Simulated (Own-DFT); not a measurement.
## Calculated data, Hf₃₆O₇₁ (tetragonal hafnia with one neutral oxygen vacancy, atoms displaced)

All values are calculated (Own-DFT development build). A calculation, not a measurement: plane-wave PBE and HSE06 DFT by an unreviewed code, no spin, of a simulated cell at Gamma alone, so results move with cell size and shape, stress positive in tension, energies less offsets, not probed for a lower state with spin; hafnium file: forces about 75 meV/angstrom off all-electron values; oxygen file: force components 24 meV/angstrom off all-electron in a glass; k mesh not checked against a denser one; forces and stress are PBE's, HSE06 gives the energy alone, and its difference from PBE has offsets of its own; offsets are fitted by least squares, one for each functional and potential file, so energies compare only between cells with the same atoms and settings and are not formation energies; the far tail of each file's local potential was reset to the Coulomb form; each entry is a single point on an unrelaxed cell, so the pressure reflects the starting lattice, taken from the Materials Project, from which strain is counted, and rises with the displacements; printed positions are rounded, which can move forces by about a meV/angstrom; the program is a retired in-house code; no spin-orbit coupling.

Settings shared by all entries: first functional PBE; second functional HSE06; exact exchange share 0.25; screening 0.11 1/bohr; exchange divergence Gygi-Baldereschi; potential files PseudoDojo norm-conserving, scalar-relativistic, made for PBE, standard set; wave cutoff 48 hartree; occupations fixed; k mesh 1 x 1 x 1 centred on Gamma.

(1) 
```cif
# cell vector a (Å): 10.7800 0.0000 0.0000
# cell vector b (Å): 0.0000 10.7800 0.0000
# cell vector c (Å): 0.0000 0.0000 10.4493
data_Hf36O71
_symmetry_space_group_name_H-M 'P 1'
_symmetry_Int_Tables_number 1
_cell_length_a 10.7800
_cell_length_b 10.7800
_cell_length_c 10.4493
_cell_angle_alpha 90.000
_cell_angle_beta 90.000
_cell_angle_gamma 90.000
_cell_volume 1214.30
loop_
_atom_site_label
_atom_site_type_symbol
_atom_site_fract_x
_atom_site_fract_y
_atom_site_fract_z
_atom_site_occupancy
Hf1 Hf 0.00121 0.99245 0.99434 1
Hf2 Hf 0.16514 0.18334 0.24973 1
O1 O 0.00455 0.18325 0.13972 1
O2 O 0.17553 0.99231 0.36536 1
O3 O 0.00499 0.17264 0.41309 1
O4 O 0.15886 0.99580 0.09767 1
Hf3 Hf 0.00122 0.00340 0.49801 1
Hf4 Hf 0.16881 0.18443 0.75256 1
O5 O 0.99845 0.17717 0.64490 1
O6 O 0.16400 0.01422 0.85210 1
O7 O 0.00117 0.16538 0.89778 1
O8 O 0.16894 0.01276 0.60599 1
Hf5 Hf 0.98637 0.33189 0.00207 1
Hf6 Hf 0.16081 0.50676 0.25193 1
O9 O 0.00587 0.50110 0.14801 1
O10 O 0.17212 0.33173 0.35640 1
O11 O 0.99765 0.49747 0.40454 1
O12 O 0.16461 0.34403 0.08298 1
Hf7 Hf 0.99363 0.34459 0.50869 1
Hf8 Hf 0.17323 0.49313 0.75081 1
O13 O 0.00537 0.50956 0.65319 1
O14 O 0.16952 0.33533 0.84083 1
O15 O 0.99960 0.49140 0.90730 1
O16 O 0.16712 0.33417 0.60334 1
Hf9 Hf 0.99622 0.66478 0.01177 1
Hf10 Hf 0.15243 0.83887 0.24835 1
O17 O 0.99713 0.83958 0.14567 1
O18 O 0.16837 0.66878 0.34923 1
O19 O 0.00379 0.83709 0.39885 1
O20 O 0.17918 0.66380 0.09889 1
Hf11 Hf 0.00208 0.68172 0.50319 1
Hf12 Hf 0.18991 0.83165 0.75484 1
O21 O 0.99147 0.83111 0.66142 1
O22 O 0.16320 0.66730 0.85418 1
O23 O 0.00979 0.84406 0.90278 1
O24 O 0.16537 0.66646 0.59071 1
Hf13 Hf 0.33358 0.98994 0.99592 1
Hf14 Hf 0.50963 0.16508 0.24982 1
O25 O 0.34376 0.16263 0.15413 1
O26 O 0.51581 0.00128 0.35025 1
O27 O 0.32848 0.15257 0.40476 1
O28 O 0.49235 0.99314 0.09420 1
Hf15 Hf 0.32846 0.99816 0.50267 1
Hf16 Hf 0.49788 0.16944 0.75373 1
O29 O 0.32103 0.16638 0.66886 1
O30 O 0.50850 0.99988 0.83493 1
O31 O 0.33311 0.16985 0.89555 1
O32 O 0.50685 0.00117 0.60164 1
Hf17 Hf 0.33331 0.33235 0.99827 1
Hf18 Hf 0.49887 0.49856 0.23730 1
O33 O 0.33112 0.48768 0.14395 1
O34 O 0.49333 0.32474 0.33906 1
O35 O 0.33564 0.49675 0.39858 1
O36 O 0.49905 0.33404 0.10453 1
Hf19 Hf 0.32585 0.33102 0.48717 1
Hf20 Hf 0.49606 0.49951 0.74916 1
O37 O 0.33153 0.49202 0.64512 1
O38 O 0.50597 0.31828 0.84829 1
O39 O 0.32883 0.51400 0.89698 1
O40 O 0.49588 0.32644 0.59307 1
Hf21 Hf 0.33328 0.67636 0.98599 1
Hf22 Hf 0.50801 0.83839 0.23803 1
O41 O 0.33451 0.83590 0.14550 1
O42 O 0.49958 0.65818 0.34399 1
O43 O 0.33605 0.83512 0.40312 1
O44 O 0.50019 0.66917 0.10552 1
Hf23 Hf 0.34674 0.66314 0.50613 1
Hf24 Hf 0.50281 0.83911 0.75695 1
O45 O 0.32699 0.81867 0.65135 1
O46 O 0.50525 0.66487 0.85235 1
O47 O 0.32928 0.83109 0.91890 1
O48 O 0.50532 0.66820 0.59715 1
Hf25 Hf 0.66997 0.98898 0.00420 1
Hf26 Hf 0.84297 0.16979 0.25023 1
O49 O 0.65769 0.17041 0.15674 1
O50 O 0.82729 0.00691 0.35089 1
O51 O 0.66790 0.17027 0.40699 1
O52 O 0.83203 0.00673 0.09106 1
Hf27 Hf 0.66415 0.00397 0.49395 1
Hf28 Hf 0.84321 0.15729 0.76630 1
O53 O 0.65135 0.17233 0.65695 1
O54 O 0.82697 0.00591 0.84857 1
O55 O 0.66333 0.17162 0.89284 1
O56 O 0.83450 0.00095 0.60290 1
Hf29 Hf 0.66265 0.33531 0.00450 1
Hf30 Hf 0.82528 0.50206 0.24025 1
O57 O 0.67162 0.49607 0.16378 1
O58 O 0.82360 0.32929 0.33798 1
O59 O 0.66439 0.49346 0.39894 1
O60 O 0.83132 0.32096 0.08513 1
Hf31 Hf 0.66593 0.33210 0.50639 1
Hf32 Hf 0.82713 0.49095 0.75257 1
O61 O 0.67107 0.50705 0.65968 1
O62 O 0.67672 0.50213 0.90352 1
O63 O 0.83361 0.33774 0.61074 1
Hf33 Hf 0.68327 0.65224 0.99833 1
Hf34 Hf 0.82245 0.84014 0.25807 1
O64 O 0.65861 0.81911 0.15038 1
O65 O 0.82171 0.67057 0.35427 1
O66 O 0.66364 0.82819 0.40182 1
O67 O 0.83917 0.65324 0.10539 1
Hf35 Hf 0.66345 0.66878 0.49895 1
Hf36 Hf 0.82868 0.83174 0.75284 1
O68 O 0.65684 0.83293 0.64642 1
O69 O 0.83597 0.66017 0.84202 1
O70 O 0.66763 0.83317 0.90332 1
O71 O 0.82075 0.66133 0.59781 1
_calc_PBE_energy_of_cell_above_offsets '-88.218'  # eV
_calc_HSE06_less_PBE_above_offsets '0.605'  # eV
_calc_PBE_pressure 4.97  # GPa
_calc_PBE_stress_xx -4.59  # GPa
_calc_PBE_stress_yy -5.92  # GPa
_calc_PBE_stress_zz -4.4  # GPa
_calc_PBE_stress_yz -0.83  # GPa
_calc_PBE_stress_xz 0.79  # GPa
_calc_PBE_stress_xy -0.17  # GPa
```

Force:
```csv
element,x (eV/Å),y (eV/Å),z (eV/Å)
Hf,1.254,2.525,0.287
Hf,1.779,-2.384,-0.703
O,-0.254,-0.983,2.594
O,-1.879,0.792,-2.137
O,-0.483,-0.338,-2.494
O,1.1,0.09,0.686
Hf,1.125,1.069,2.521
Hf,-2.334,-4.023,-1.153
O,-0.415,-0.565,1.301
O,1.118,-2.437,-0.068
O,-1.33,0.532,0.112
O,-1.042,-1.873,-0.564
Hf,3.198,-0.436,-2.293
Hf,2.267,0.258,-0.18
O,-1.868,0.182,0.479
O,-0.409,1.003,-1.191
O,0.048,1.342,-0.894
O,0.319,-1.318,1.341
Hf,0.882,-0.896,1.38
Hf,-1.577,1.768,-0.674
O,-0.976,-0.752,0.529
O,0.482,2.199,2.504
O,-0.673,1.76,-0.141
O,-0.441,0.663,-1.022
Hf,3.794,-0.552,-2.611
Hf,3.674,-0.011,0.629
O,-2.113,-1.102,0.655
O,-1.013,0.213,-0.729
O,-1.013,0.501,-0.696
O,-2.493,0.245,0.285
Hf,-0.606,-2.522,1.379
Hf,-6.739,1.239,1.247
O,1.483,-0.435,-1.004
O,0.394,0.54,-0.889
O,-1.202,-3.352,-0.467
O,0.98,0.472,0.649
Hf,-2.156,4.868,2.491
Hf,-2.997,-0.132,1.654
O,-2.367,0.636,-0.245
O,0.1,-0.47,-0.838
O,0.074,2.104,-0.173
O,2.707,-0.249,-0.251
Hf,0.323,-0.333,0.236
Hf,-0.821,-1.497,-2.361
O,3.654,-0.002,-2.666
O,-0.833,-0.635,2.745
O,0.226,-0.645,2.125
O,-2.069,-0.697,-0.76
Hf,-0.2,0.252,0.615
Hf,-2.53,0.044,2.189
O,0.118,0.303,0.972
O,-0.157,1.224,0.991
O,-0.216,0.542,0.063
O,0.575,0.632,-1.772
Hf,1.421,-0.488,1.24
Hf,-0.005,-0.757,-0.528
O,1.359,0.898,0.511
O,-0.463,6.025,1.571
O,0.98,-2.808,-1.17
O,-0.353,1.121,0.004
Hf,0.572,-5.425,5.358
Hf,-5.13,-1.212,3.005
O,-0.576,0.358,0.933
O,-0.027,1.171,0.473
O,0.744,-0.858,0.736
O,0.65,-1.163,-1.823
Hf,-1.941,0.398,-3.013
Hf,1.606,-1.128,-2.617
O,3.929,0.494,-0.192
O,-0.155,0.309,-0.575
O,0.027,2.828,-6.063
O,-1.011,-0.829,1.509
Hf,-1.257,2.778,-1.282
Hf,-1.046,0.311,-0.591
O,3.878,-0.386,-1.704
O,0.629,-0.986,-0.64
O,0.288,0.193,-0.218
O,-0.19,-0.449,1.535
Hf,-0.67,0.078,1.988
Hf,-0.731,3.965,-3.191
O,3.429,-0.025,-1.143
O,-0.241,-3.909,1.648
O,1.097,-0.875,2.605
O,-0.284,-0.09,-0.564
Hf,-0.773,-2.717,-1.581
Hf,3.614,0,4.906
O,-2.007,0.04,-3.867
O,0.943,0.821,0.182
O,0.291,0.293,0.871
O,-2.255,0.801,1.845
Hf,-0.637,-0.382,0.091
Hf,2.604,-0.57,-0.501
O,-2.713,-0.968,-0.142
O,-0.412,-2.156,0.051
O,-0.744,0.48,-0.618
Hf,-2.862,3.076,0.278
Hf,0.365,-1.044,0.61
O,4.768,1.169,-1.315
O,0.971,0.028,-1.794
O,0.64,1.702,-1.094
O,-1.187,0.734,-0.063
Hf,0.85,-1.404,-0.799
Hf,-0.03,0.08,-1.77
O,1.23,-0.064,1.339
O,-0.045,1.492,1.934
O,0.355,-1.308,-0.035
O,2.04,1.006,-0.009
```

(2) 
```cif
# cell vector a (Å): 10.7800 0.0000 0.0000
# cell vector b (Å): 0.0000 10.7800 0.0000
# cell vector c (Å): 0.0000 0.0000 10.4493
data_Hf36O71
_symmetry_space_group_name_H-M 'P 1'
_symmetry_Int_Tables_number 1
_cell_length_a 10.7800
_cell_length_b 10.7800
_cell_length_c 10.4493
_cell_angle_alpha 90.000
_cell_angle_beta 90.000
_cell_angle_gamma 90.000
_cell_volume 1214.30
loop_
_atom_site_label
_atom_site_type_symbol
_atom_site_fract_x
_atom_site_fract_y
_atom_site_fract_z
_atom_site_occupancy
Hf1 Hf 0.98122 0.99921 0.01144 1
Hf2 Hf 0.16668 0.15913 0.25363 1
O1 O 0.99923 0.16321 0.14592 1
O2 O 0.15814 0.99282 0.34906 1
O3 O 0.99507 0.16560 0.40007 1
O4 O 0.17115 0.99432 0.10548 1
Hf3 Hf 0.99902 0.00365 0.48695 1
Hf4 Hf 0.17102 0.16305 0.73416 1
O5 O 0.00527 0.17243 0.64382 1
O6 O 0.17406 0.00381 0.85065 1
O7 O 0.00681 0.16854 0.91133 1
O8 O 0.17740 0.00147 0.59789 1
Hf5 Hf 0.00917 0.32884 0.99120 1
Hf6 Hf 0.17676 0.49464 0.24099 1
O9 O 0.00406 0.49906 0.15380 1
O10 O 0.17922 0.33324 0.34187 1
O11 O 0.00662 0.49748 0.40713 1
O12 O 0.15295 0.34631 0.09826 1
Hf7 Hf 0.00032 0.33646 0.50674 1
Hf8 Hf 0.16977 0.49993 0.74239 1
O13 O 0.99863 0.51423 0.65680 1
O14 O 0.17428 0.33503 0.83294 1
O15 O 0.99137 0.50640 0.90127 1
O16 O 0.16417 0.32774 0.59453 1
Hf9 Hf 0.00214 0.68565 0.01205 1
Hf10 Hf 0.16759 0.84680 0.25272 1
O17 O 0.99697 0.84044 0.14313 1
O18 O 0.17458 0.66703 0.32353 1
O19 O 0.99116 0.83116 0.40314 1
O20 O 0.18012 0.66368 0.09486 1
Hf11 Hf 0.00596 0.66836 0.50457 1
Hf12 Hf 0.15760 0.83440 0.74481 1
O21 O 0.99477 0.84088 0.65598 1
O22 O 0.17792 0.67822 0.84693 1
O23 O 0.00208 0.83257 0.91074 1
O24 O 0.16288 0.65829 0.61058 1
Hf13 Hf 0.34451 0.00287 0.99977 1
Hf14 Hf 0.49582 0.17470 0.25760 1
O25 O 0.33597 0.17323 0.15891 1
O26 O 0.50553 0.00196 0.35171 1
O27 O 0.32472 0.17337 0.40833 1
O28 O 0.49531 0.99877 0.08582 1
Hf15 Hf 0.32977 0.98962 0.49836 1
Hf16 Hf 0.49554 0.17224 0.75798 1
O29 O 0.34485 0.17350 0.64265 1
O30 O 0.48601 0.00487 0.85543 1
O31 O 0.33210 0.15942 0.89587 1
O32 O 0.49319 0.98491 0.58938 1
Hf17 Hf 0.34719 0.33635 0.99258 1
Hf18 Hf 0.49035 0.49851 0.23943 1
O33 O 0.32525 0.50312 0.15548 1
O34 O 0.49623 0.32412 0.34530 1
O35 O 0.33150 0.49949 0.40794 1
O36 O 0.49662 0.33007 0.09234 1
Hf19 Hf 0.33342 0.33813 0.50737 1
Hf20 Hf 0.50077 0.51009 0.76377 1
O37 O 0.32840 0.48905 0.64833 1
O38 O 0.50596 0.32290 0.85040 1
O39 O 0.33100 0.51079 0.91773 1
O40 O 0.50488 0.33214 0.59781 1
Hf21 Hf 0.34072 0.65619 0.99190 1
Hf22 Hf 0.50237 0.82926 0.25379 1
O41 O 0.33071 0.83221 0.15847 1
O42 O 0.34093 0.82866 0.40059 1
O43 O 0.50550 0.66183 0.09578 1
Hf23 Hf 0.33592 0.67057 0.51161 1
Hf24 Hf 0.49628 0.82433 0.76150 1
O44 O 0.33135 0.82859 0.64695 1
O45 O 0.51736 0.67499 0.85332 1
O46 O 0.33265 0.83201 0.91126 1
O47 O 0.50604 0.66854 0.60316 1
Hf25 Hf 0.65823 0.99691 0.99753 1
Hf26 Hf 0.83030 0.16562 0.25581 1
O48 O 0.65273 0.17370 0.15593 1
O49 O 0.83799 0.00506 0.34416 1
O50 O 0.65525 0.17558 0.40566 1
O51 O 0.82614 0.00196 0.09771 1
Hf27 Hf 0.65920 0.98799 0.51134 1
Hf28 Hf 0.84026 0.17018 0.74445 1
O52 O 0.67547 0.17500 0.66262 1
O53 O 0.84020 0.99549 0.84918 1
O54 O 0.66928 0.15737 0.89857 1
O55 O 0.83536 0.99855 0.58553 1
Hf29 Hf 0.63750 0.33056 0.00317 1
Hf30 Hf 0.84776 0.50740 0.23974 1
O56 O 0.65985 0.49894 0.14052 1
O57 O 0.83782 0.32821 0.34364 1
O58 O 0.67963 0.49669 0.39562 1
O59 O 0.82932 0.32246 0.10322 1
Hf31 Hf 0.68076 0.32829 0.48536 1
Hf32 Hf 0.83951 0.49928 0.74841 1
O60 O 0.66030 0.50409 0.65820 1
O61 O 0.81935 0.32780 0.85504 1
O62 O 0.66593 0.50013 0.91635 1
O63 O 0.82571 0.33463 0.60658 1
Hf33 Hf 0.65480 0.65867 0.00168 1
Hf34 Hf 0.84448 0.83879 0.24562 1
O64 O 0.66371 0.83892 0.15293 1
O65 O 0.82712 0.65942 0.34305 1
O66 O 0.66806 0.82972 0.41444 1
O67 O 0.83939 0.67232 0.10540 1
Hf35 Hf 0.66994 0.65764 0.50260 1
Hf36 Hf 0.83748 0.83787 0.75175 1
O68 O 0.67442 0.84237 0.65131 1
O69 O 0.83973 0.66490 0.84096 1
O70 O 0.66011 0.83407 0.88731 1
O71 O 0.82427 0.65669 0.59581 1
_calc_PBE_energy_of_cell_above_offsets '-86.189'  # eV
_calc_HSE06_less_PBE_above_offsets '0.586'  # eV
_calc_PBE_pressure 6.64  # GPa
_calc_PBE_stress_xx -6.26  # GPa
_calc_PBE_stress_yy -6.29  # GPa
_calc_PBE_stress_zz -7.38  # GPa
_calc_PBE_stress_yz -1.44  # GPa
_calc_PBE_stress_xz 0.97  # GPa
_calc_PBE_stress_xy -0.17  # GPa
```

Force:
```csv
element,x (eV/Å),y (eV/Å),z (eV/Å)
Hf,3.815,1.948,-2.184
Hf,0.112,1.859,-1.058
O,0.297,-0.799,1.608
O,0.207,2.493,2.334
O,0.901,1.047,-0.21
O,-0.598,0.59,0.081
Hf,-1.009,-0.165,1.932
Hf,1.042,-0.772,2.064
O,-0.542,-0.549,0.186
O,-0.71,-0.807,-1.89
O,-0.188,-1.632,-2.146
O,-2.455,0.047,0.123
Hf,-3.827,2.013,0.996
Hf,-4.72,0.349,2.642
O,0.408,0.927,-0.211
O,-0.927,-0.661,0.181
O,-0.27,0.902,0.467
O,3.862,-0.914,-0.62
Hf,-0.943,-0.372,-1.57
Hf,-2.337,1.144,1.922
O,1.047,-1.327,-1.212
O,0.285,-0.152,0.945
O,0.955,-0.751,0.174
O,-0.122,0.803,0.185
Hf,1.233,-4.426,-1.071
Hf,1.56,-4.286,-3.448
O,1.149,0.097,1.216
O,-0.937,0.956,2.713
O,0.378,-0.135,-0.473
O,-1.634,0.187,-1.292
Hf,-1.952,-1.68,-0.976
Hf,1.864,1.356,2.499
O,1.291,-0.703,-1.442
O,-0.067,-1.911,-0.611
O,0.027,1.583,-1.766
O,0.637,1.136,-1.945
Hf,-4.499,-1.443,-0.706
Hf,0.376,-3.832,0.336
O,-1.211,0.227,-1.347
O,-0.373,-0.588,-1.012
O,-0.279,-2.625,-0.459
O,2.35,-0.149,2.724
Hf,2.542,2.032,-0.523
Hf,1.601,-2.919,-3.169
O,-1.447,-0.425,1.312
O,1.087,-1.296,-1.809
O,0.389,3.557,0.499
O,-0.061,0.332,1.736
Hf,-5.318,-2.975,0.067
Hf,2.252,0.78,2.977
O,5.144,-0.831,-2.798
O,-0.293,4.658,0.382
O,0.866,1.435,-0.452
O,-4.87,0.957,3.564
Hf,1.536,-1.348,-1.21
Hf,2.505,-2.142,-4.013
O,1.826,1.241,1.664
O,-1.386,4.433,1.743
O,1.088,-7.396,-5.065
O,0.095,0.457,-0.059
Hf,-2.95,9.564,5.192
Hf,-0.751,0.619,0.225
O,1.806,0.288,0.673
O,-0.282,-0.314,0.306
O,-2.75,-0.02,1.566
Hf,0.237,-0.675,-1.712
Hf,0.492,4.993,-2.315
O,-0.616,-0.648,0.688
O,-1.554,-3.506,0.9
O,1.615,-0.532,-1.147
O,-1.757,-0.098,0.596
Hf,0.324,0.151,-0.731
Hf,-0.274,2.558,-2.983
O,0.82,-0.481,-0.304
O,0.134,-1.753,0.281
O,1.03,-3.41,-0.83
O,-1.601,-0.276,1.096
Hf,0.185,1.046,-0.931
Hf,-1.453,0.434,1.926
O,-1.601,-1.311,-0.763
O,0.446,1.044,0.171
O,-0.967,0.174,1.201
O,0.675,0.586,0.727
Hf,11.57,-1.502,-2.004
Hf,-2.356,-2.11,0.2
O,-0.165,-0.1,1.459
O,0.157,1.004,1.549
O,-1.405,0.09,0.349
O,0.206,0.552,-0.83
Hf,-1.957,2.136,2.357
Hf,-1.324,-0.381,2.084
O,-0.535,0.3,1.15
O,1.244,0.557,-1.718
O,-1.58,-0.818,-2.498
O,2.701,0.504,-0.7
Hf,4.776,1.808,0.337
Hf,-3.211,-1.72,1.422
O,0.508,-0.283,0.222
O,0.869,2.285,0.448
O,-0.512,-0.631,-1.418
O,-1.195,-0.023,-0.608
Hf,0.016,-0.434,-1.479
Hf,-2.163,-1.205,0.404
O,-1.044,-0.166,0.744
O,-0.681,1.245,0.361
O,0.27,0.42,1.804
O,2.857,0.496,0.014
```
